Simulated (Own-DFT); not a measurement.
Simulation results for GaN (wurtzite, strained, atoms displaced), Si₃N₄ (beta silicon nitride, strained, atoms displaced)

Computed with Own-DFT development build. A calculation, not a measurement: plane-wave PBE density functional theory by an unreviewed code, no spin, of a simulated periodic cell, stress positive in tension, free energy of the whole cell less one offset for each atom, forces on such cells passed a denser k mesh, this cell's mesh not checked; offsets are fitted by least squares, one for each functional and potential file, so energies compare only between cells with the same atoms and settings and are not formation energies; the far tail of each file's local potential was reset to the Coulomb form; each entry is a single point on an unrelaxed cell, so the pressure reflects the starting lattice, mostly measured values (interpolated for alloys), from which strain is counted, and rises with the displacements; printed positions are rounded, which can move forces by about a meV/angstrom; the program, named Own-DFT, is a retired in-house code; no spin-orbit coupling.

Settings shared by all entries: functional PBE.

```yaml
- entry: 1
  formula: GaN
  kind: "wurtzite, strained, atoms displaced"
  structure:
    cell_angstrom: [[12.756, 0.1276, 0.0], [-4.7006, 8.2374, 0.0], [0.0, 0.0, 10.37]]
    atoms_fractional:
      - [Ga, 0.08281, 0.21721, 0.00403]
      - [Ga, 0.16979, 0.10942, 0.2541]
      - ["N", 0.0892, 0.22965, 0.18401]
      - ["N", 0.17259, 0.1131, 0.43915]
      - [Ga, 0.08349, 0.23137, 0.497]
      - [Ga, 0.16786, 0.11758, 0.75464]
      - ["N", 0.09433, 0.22657, 0.67967]
      - ["N", 0.16331, 0.11129, 0.93533]
      - [Ga, 0.08458, 0.56112, 0.99403]
      - [Ga, 0.15907, 0.43528, 0.25006]
      - ["N", 0.08154, 0.5608, 0.17687]
      - ["N", 0.16299, 0.44002, 0.43947]
      - [Ga, 0.08472, 0.55744, 0.50244]
      - [Ga, 0.16273, 0.44477, 0.74521]
      - ["N", 0.09117, 0.5559, 0.68416]
      - ["N", 0.17346, 0.44886, 0.94059]
      - [Ga, 0.089, 0.8897, 0.99791]
      - [Ga, 0.17362, 0.78058, 0.25052]
      - ["N", 0.07756, 0.88322, 0.19861]
      - ["N", 0.16061, 0.78136, 0.43114]
      - [Ga, 0.07957, 0.87846, 0.49174]
      - [Ga, 0.16262, 0.77461, 0.74513]
      - ["N", 0.08202, 0.89605, 0.68487]
      - ["N", 0.16485, 0.77302, 0.93744]
      - [Ga, 0.34027, 0.23144, 0.01616]
      - [Ga, 0.41265, 0.11618, 0.25125]
      - ["N", 0.33687, 0.22114, 0.19346]
      - ["N", 0.40629, 0.11065, 0.4341]
      - [Ga, 0.33992, 0.22437, 0.4977]
      - [Ga, 0.41056, 0.11053, 0.75983]
      - ["N", 0.34515, 0.22904, 0.68945]
      - ["N", 0.41617, 0.11139, 0.93682]
      - [Ga, 0.32597, 0.53936, 0.997]
      - [Ga, 0.40709, 0.44109, 0.25068]
      - ["N", 0.33437, 0.55375, 0.18885]
      - ["N", 0.41592, 0.45208, 0.44321]
      - [Ga, 0.34275, 0.56491, 0.49654]
      - [Ga, 0.41202, 0.42804, 0.75616]
      - ["N", 0.32459, 0.55072, 0.68824]
      - ["N", 0.41963, 0.44351, 0.93529]
      - [Ga, 0.33384, 0.89332, 0.00207]
      - [Ga, 0.41799, 0.77178, 0.24882]
      - ["N", 0.33841, 0.89067, 0.18348]
      - ["N", 0.42067, 0.78501, 0.43987]
      - [Ga, 0.3413, 0.89739, 0.50015]
      - [Ga, 0.41929, 0.77944, 0.75672]
      - ["N", 0.33142, 0.88579, 0.68785]
      - ["N", 0.4129, 0.78016, 0.95323]
      - [Ga, 0.58664, 0.21619, 0.99994]
      - [Ga, 0.66878, 0.1095, 0.25266]
      - ["N", 0.58264, 0.22273, 0.18824]
      - ["N", 0.66585, 0.11999, 0.4398]
      - [Ga, 0.57732, 0.21828, 0.49905]
      - [Ga, 0.66681, 0.11289, 0.74381]
      - ["N", 0.58535, 0.22993, 0.68659]
      - ["N", 0.66136, 0.11739, 0.93371]
      - [Ga, 0.58581, 0.56123, 0.99549]
      - [Ga, 0.67152, 0.45042, 0.25209]
      - ["N", 0.58224, 0.56174, 0.19037]
      - ["N", 0.66253, 0.43948, 0.43931]
      - [Ga, 0.57648, 0.54529, 0.49532]
      - [Ga, 0.66089, 0.44022, 0.7515]
      - ["N", 0.58274, 0.55976, 0.68647]
      - ["N", 0.66994, 0.44138, 0.94205]
      - [Ga, 0.58007, 0.88528, 0.00238]
      - [Ga, 0.67545, 0.78064, 0.25799]
      - ["N", 0.58589, 0.89061, 0.18606]
      - ["N", 0.6661, 0.78065, 0.43401]
      - [Ga, 0.58718, 0.89487, 0.50334]
      - [Ga, 0.66131, 0.77527, 0.74561]
      - ["N", 0.57626, 0.88042, 0.69492]
      - ["N", 0.66876, 0.77987, 0.94052]
      - [Ga, 0.82857, 0.22194, 0.00077]
      - [Ga, 0.91733, 0.11179, 0.24782]
      - ["N", 0.83543, 0.22891, 0.18418]
      - ["N", 0.91298, 0.1132, 0.44684]
      - [Ga, 0.83475, 0.2233, 0.49888]
      - [Ga, 0.91267, 0.09726, 0.7539]
      - ["N", 0.82906, 0.22147, 0.69365]
      - ["N", 0.91399, 0.09662, 0.94484]
      - [Ga, 0.83836, 0.56643, 0.0024]
      - [Ga, 0.91573, 0.44171, 0.24775]
      - ["N", 0.83259, 0.55774, 0.18629]
      - ["N", 0.91254, 0.4368, 0.43894]
      - [Ga, 0.83581, 0.55062, 0.50853]
      - [Ga, 0.9156, 0.44685, 0.75045]
      - ["N", 0.8281, 0.55236, 0.68913]
      - ["N", 0.92005, 0.44424, 0.93225]
      - [Ga, 0.82852, 0.88675, 0.00194]
      - [Ga, 0.91187, 0.76822, 0.25354]
      - ["N", 0.82489, 0.87448, 0.18797]
      - ["N", 0.91739, 0.7764, 0.43666]
      - [Ga, 0.83763, 0.88641, 0.49903]
      - [Ga, 0.91895, 0.7946, 0.75114]
      - ["N", 0.83496, 0.8833, 0.69278]
      - ["N", 0.91624, 0.76659, 0.93714]
  settings:
    potential_files: "PseudoDojo norm-conserving, scalar-relativistic, standard set with the stringent files for Ga"
    "wave_cutoff [hartree]": 96.0
    occupations: Gaussian
    "smearing_width [eV]": 0.01
    k_mesh: "3 x 4 x 3 centred on Gamma"
  results:
    "free_energy_of_cell_above_offsets [eV]": "-3.786"
    "pressure [GPa]": 7.47
    "stress_xx [GPa]": -7.07
    "stress_yy [GPa]": -7.45
    "stress_zz [GPa]": -7.89
    "stress_yz [GPa]": -0.25
    "stress_xz [GPa]": 0.34
    "stress_xy [GPa]": 4.26
    force_element: [Ga, Ga, "N", "N", Ga, Ga, "N", "N", Ga, Ga, "N", "N", Ga, Ga, "N", "N", Ga, Ga, "N", "N", Ga, Ga, "N", "N", Ga, Ga, "N", "N", Ga, Ga, "N", "N", Ga, Ga, "N", "N", Ga, Ga, "N", "N", Ga, Ga, "N", "N", Ga, Ga, "N", "N", Ga, Ga, "N", "N", Ga, Ga, "N", "N", Ga, Ga, "N", "N", Ga, Ga, "N", "N", Ga, Ga, "N", "N", Ga, Ga, "N", "N", Ga, Ga, "N", "N", Ga, Ga, "N", "N", Ga, Ga, "N", "N", Ga, Ga, "N", "N", Ga, Ga, "N", "N", Ga, Ga, "N", "N"]
    "force_x [eV/angstrom]": [-0.781, -0.769, -0.281, -0.947, 1.111, 1.16, -2.177, 1.471, 0.327, -0.014, 0.481, 0.479, -0.24, 1.86, -3.001, -2.21, -1.323, -0.572, 0.696, 3.048, -0.994, 0.167, 0.608, 0.521, -0.068, 3.281, -2.276, 2.849, -2.776, 1.686, -1.799, -0.262, 1.139, 2.29, -1.599, 0.907, -2.363, -0.642, 1.809, -0.075, -0.543, 0.182, -0.746, 0.238, -1.458, -1.551, -0.039, 1.283, -2.661, -0.905, 0.02, 0.993, -0.392, -0.815, -0.637, 3.161, 0.597, -1.126, -0.026, 0.666, 0.76, 0.517, -0.283, -0.62, -0.034, -2.544, 0.225, 0.617, -0.118, 1.186, 0.545, -0.734, 0.407, 0.138, 0.145, 1.508, -1.349, -0.043, 1.585, -0.407, -0.013, 0.158, 0.508, 0.71, -1.279, 0.151, 0.424, -0.259, 1.128, 0.344, 1.755, -0.38, -1.146, 2.834, -3.146, -0.252]
    "force_y [eV/angstrom]": [0.771, -0.521, -2.145, 0.069, -2.044, -0.332, -0.439, 0.098, -1.431, 2.478, -0.601, 2.024, 0.098, -0.896, 0.405, -1.803, -0.331, -0.44, 0.936, -1.433, 2.495, 0.837, -0.517, 1.491, -0.918, -1.435, 0.768, -0.432, 0.914, -0.663, -2.059, 0.435, 2.466, 0.955, -0.392, -1.702, -0.214, 3.331, 0.802, -0.096, -0.299, 1.111, 0.211, -0.073, -0.981, -1.455, 0.648, -1.211, 1.698, 0.158, 0.001, -1.117, 0.673, -0.164, -1.89, -2.087, -0.789, -0.841, -0.913, 0.505, 1.592, 1.169, -0.971, 0.5, 0.613, -0.953, -0.094, -0.143, -0.185, -0.163, 1.746, 0.04, 0.079, -0.542, -1.302, -0.841, -0.166, 2.148, -0.256, 2.112, -2.749, 1.355, -0.802, 1.255, 0.046, -0.066, 0.953, -0.183, -1.401, 0.928, 2.346, -0.887, 0.077, -3.056, 0.883, 3.207]
    "force_z [eV/angstrom]": [-1.284, 0.016, 1.118, 0.112, 0.309, -1.49, 1.288, 1.393, 0.163, 0.03, 1.891, -1.1, -1.268, 1.216, 0.246, -1.124, 0.866, -1.078, -1.592, 0.988, 1.329, 0.302, 0.024, -0.843, -2.85, -0.257, -0.058, -0.012, 1.546, -1.646, -1.212, 1.896, 0.771, 0.68, -0.286, -1.474, 1.734, -1.268, 0.122, 1.484, -0.534, -0.299, 1.593, -0.64, 0.362, 0.44, 0.245, -1.789, 1.108, -0.545, 0.498, 0.1, 0.244, 0.766, -0.128, -0.494, 1.184, -0.627, -0.107, -0.108, 0.754, 0.367, 0.046, -0.325, -0.314, -1.595, 1.057, 2.489, -0.276, 0.981, -1.194, -1.158, -1.319, 0.191, 0.716, -1.687, 1.305, -0.231, -0.773, -0.678, -0.449, 0.145, 0.518, -0.45, -0.904, -0.452, 0.57, 1.148, 0.251, -0.559, 0.049, 0.555, 0.409, 0.863, -1.762, -0.237]
- entry: 2
  formula: Si3N4
  kind: "beta silicon nitride, strained, atoms displaced"
  structure:
    cell_angstrom:
      - [7.5615, -0.1048, 0.0976]
      - [-3.8715, 6.7638, -0.0959]
      - [0.112, -0.0623, 8.5792]
    atoms_fractional:
      - [Si, 0.17389, 0.7791, 0.0863]
      - [Si, 0.2391, 0.40623, 0.08782]
      - [Si, 0.59391, 0.82189, 0.08555]
      - [Si, 0.8324, 0.22572, 0.25297]
      - [Si, 0.76873, 0.59168, 0.23944]
      - [Si, 0.4091, 0.18309, 0.24858]
      - ["N", 0.32141, 0.01911, 0.08954]
      - ["N", 0.95533, 0.29611, 0.07717]
      - ["N", 0.69904, 0.67153, 0.08392]
      - ["N", 0.67934, 0.98091, 0.25693]
      - ["N", 0.04132, 0.69222, 0.24524]
      - ["N", 0.28863, 0.32591, 0.2467]
      - ["N", 0.33302, 0.67034, 0.08088]
      - ["N", 0.67396, 0.34063, 0.25688]
      - [Si, 0.1901, 0.77649, 0.41914]
      - [Si, 0.22223, 0.38633, 0.41716]
      - [Si, 0.60568, 0.83779, 0.41632]
      - [Si, 0.8295, 0.22803, 0.57985]
      - [Si, 0.76384, 0.5924, 0.58013]
      - [Si, 0.41277, 0.17168, 0.593]
      - ["N", 0.3445, 0.03967, 0.40649]
      - ["N", 0.97333, 0.3137, 0.41539]
      - ["N", 0.69704, 0.67312, 0.41615]
      - ["N", 0.66604, 0.9674, 0.5776]
      - ["N", 0.02584, 0.69316, 0.59323]
      - ["N", 0.29663, 0.3241, 0.58659]
      - ["N", 0.32794, 0.66955, 0.42304]
      - ["N", 0.66083, 0.33882, 0.58705]
      - [Si, 0.17479, 0.76244, 0.74128]
      - [Si, 0.24023, 0.41852, 0.7466]
      - [Si, 0.60186, 0.83317, 0.75948]
      - [Si, 0.82988, 0.22063, 0.90573]
      - [Si, 0.77437, 0.59847, 0.92101]
      - [Si, 0.40564, 0.17411, 0.91265]
      - ["N", 0.33506, 0.04444, 0.74565]
      - ["N", 0.97165, 0.30564, 0.74762]
      - ["N", 0.70559, 0.67986, 0.74497]
      - ["N", 0.67235, 0.97155, 0.91469]
      - ["N", 0.02935, 0.69808, 0.91187]
      - ["N", 0.29229, 0.32658, 0.91525]
      - ["N", 0.32502, 0.6559, 0.75003]
      - ["N", 0.65482, 0.32442, 0.91315]
  settings:
    potential_files: "PseudoDojo norm-conserving, scalar-relativistic, standard set"
    "wave_cutoff [hartree]": 42.0
    occupations: Fermi-Dirac
    "smearing_width [eV]": 0.1
    k_mesh: "3 x 3 x 3 centred on Gamma"
  results:
    "free_energy_of_cell_above_offsets [eV]": "-2.130"
    "pressure [GPa]": 10.37
    "stress_xx [GPa]": -7.44
    "stress_yy [GPa]": -3.68
    "stress_zz [GPa]": -20.0
    "stress_yz [GPa]": -1.53
    "stress_xz [GPa]": 3.58
    "stress_xy [GPa]": -4.95
    force_element: [Si, Si, Si, Si, Si, Si, "N", "N", "N", "N", "N", "N", "N", "N", Si, Si, Si, Si, Si, Si, "N", "N", "N", "N", "N", "N", "N", "N", Si, Si, Si, Si, Si, Si, "N", "N", "N", "N", "N", "N", "N", "N"]
    "force_x [eV/angstrom]": [1.868, -3.76, -1.029, -2.58, 1.455, 0.974, 0.14, 2.98, -0.318, 0.217, -3.154, 2.178, 0.765, -0.451, -2.645, 0.663, -1.305, -2.642, -0.151, -1.83, -0.74, -0.176, 0.999, 0.365, -0.393, 0.437, 3.956, 3.269, 0.61, 0.285, -0.556, -3.002, -0.837, -1.954, -0.011, 0.819, -0.291, 0.049, 1.055, 0.924, 0.978, 2.841]
    "force_y [eV/angstrom]": [-2.93, 1.611, 1.322, 2.522, 0.196, -0.238, 4.72, 0.898, 0.295, -2.293, -0.751, -1.154, -0.772, -0.733, -0.05, 4.171, -4.109, 0.735, -0.049, 2.33, -1.524, -1.012, -0.241, 2.572, 0.429, -0.497, -1.443, -0.051, 1.508, -2.941, -3.222, 1.998, -2.342, -0.222, -6.41, -0.02, -0.208, -0.094, 1.034, -0.177, 4.61, 2.533]
    "force_z [eV/angstrom]": [-2.761, -2.905, 0.379, -1.863, 3.448, -0.528, -1.947, 0.86, 0.005, -1.924, 3.012, 0.743, 0.168, -0.736, -0.893, 1.968, -0.723, 1.119, -0.314, -5.607, 3.159, 0.324, -1.142, 3.853, -4.365, -1.681, -0.359, -0.292, 3.036, 1.404, -4.479, 2.785, -3.3, 2.171, 2.553, -1.855, 2.396, 2.635, 1.197, -0.173, 0.174, 0.462]
```
